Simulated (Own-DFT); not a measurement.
# Point defects and the pressure they add: grey tin

No measurement is shown. These are fixed-geometry runs of a retired plane-wave code named Own-DFT, which no person has reviewed; spin and spin-orbit coupling are neglected.

Method: PBE; PseudoDojo norm-conserving scalar-relativistic files; cutoff 42 hartree; 3 x 3 x 3 k mesh centred on Gamma; cold (Marzari-Vanderbilt) smearing of 0.2 eV.

Keep in mind (not all hold for every row): not probed for a lower state with spin; forces on such cells moved up to 12 meV/angstrom on a denser k mesh; stress not checked against mesh or cutoff.

All runs share one cell, with vectors in Å (12.978, 0.000, 0.000); (0.000, 12.978, 0.000); (0.000, 0.000, 12.978) and a volume of 2185.9 Å³. u is the rms random offset of the atoms per axis. The defect's site can differ from row to row.

| cell | formula | u (Å) | P (GPa) |
|---|---|---|---|
| no defect | Sn64 | 0.0199 | 3.38 |
| no defect | Sn64 | 0.0478 | 3.65 |
| no defect | Sn64 | 0.0512 | 3.63 |
| one Sn vacancy | Sn63 | 0.0305 | 3.28 |
| one Sn vacancy | Sn63 | 0.0307 | 3.22 |
| one Sn vacancy | Sn63 | 0.0500 | 3.32 |
| one Sn vacancy | Sn63 | 0.0545 | ? |
| two Sn vacancies | Sn62 | 0.0288 | 3.11 |
| two Sn vacancies | Sn62 | 0.0311 | 3.19 |
| two Sn vacancies | Sn62 | 0.0482 | 3.31 |

## Fit

P = P0 + c u² + a shift for each defect gives P0 = 3.38 GPa, c = 97 ± 21 GPa/Å² and a scatter of 0.05 GPa. The shifts, and each times the cell's volume:

- one Sn vacancy: -0.25 ± 0.04 GPa, -3.4 eV
- two Sn vacancies: -0.31 ± 0.04 GPa, -4.2 eV (-2.1 eV for each of its 2 sites)

A positive shift means that the defect pushes the cell outwards. Shift times volume (160.2 GPa Å³ is 1 eV) depends little on the cell's size, so, taken for each site, it can be compared between cells at like pressure. The atoms around the defects weren't relaxed, which would change these numbers.

## Withheld run

Asked: what pressure belongs in the blank (one Sn vacancy, u = 0.0545 Å)?

The fit gives 3.42 ± 0.07 GPa. Computed: 3.48 GPa.
